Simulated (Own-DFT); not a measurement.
# One host, several defects: C40 NbSi2

The numbers are computed, not measured, by runs of the plane-wave DFT program Own-DFT (in-house, retired, unreviewed) at fixed positions, with no spin and no spin-orbit coupling.

Method: PBE; PseudoDojo norm-conserving scalar-relativistic files; cutoff 42 hartree; 4 x 4 x 5 k mesh centred on Gamma; cold (Marzari-Vanderbilt) smearing of 0.2 eV.

Known weak points: forces on such cells failed a check on a denser k mesh; stress not checked against mesh or cutoff.

All runs share one cell, with vectors in Å (0.000, 8.324, 0.000); (-9.613, 0.000, 0.000); (0.000, 0.000, 6.586) and a volume of 527.0 Å³. The atoms are randomly displaced, by u rms on each axis. The defect's site can differ from row to row.

```
cell,formula,u (Å),P (GPa)
no defect,Nb12Si24,0.0206,1.51
no defect,Nb12Si24,0.0497,2.72
no defect,Nb12Si24,0.0546,3.05
one Si vacancy,Nb12Si23,0.0311,0.94
one Si vacancy,Nb12Si23,0.0312,1.05
one Si vacancy,Nb12Si23,0.0489,?
one Si vacancy,Nb12Si23,0.0563,2.23
two Nb on a Si site each,Nb14Si22,0.0281,7.30
two Nb on a Si site each,Nb14Si22,0.0445,7.90
two Nb on a Si site each,Nb14Si22,0.0511,8.86
two Si on a Nb site each,Nb10Si26,0.0279,1.74
two Si on a Nb site each,Nb10Si26,0.0498,2.52
two Si on a Nb site each,Nb10Si26,0.0518,2.58
```

## Worked fit

P = P0 + c u² + a shift for each defect gives P0 = 1.27 GPa, c = 591 ± 58 GPa/Å² and a scatter of 0.19 GPa. The shifts, and each times the cell's volume:

- two Nb on a Si site each: 5.69 ± 0.16 GPa, 18.7 eV (9.4 eV for each of its 2 sites)
- two Si on a Nb site each: -0.16 ± 0.15 GPa, -0.5 eV (-0.3 eV for each of its 2 sites) (not resolved)
- one Si vacancy: -0.87 ± 0.16 GPa, -2.9 eV

Positive is outwards. The product with the volume (160.2 GPa Å³ to the eV) is nearly free of the cell's size; divided by the bulk modulus at the cell's pressure it gives the volume that the defect adds. The atoms around the defects weren't relaxed, which would change these numbers.

## Prediction

The question: what pressure belongs in the blank (one Si vacancy, u = 0.0489 Å)?

The fitted form gives 1.81 ± 0.22 GPa. DFT gave 1.60 GPa.
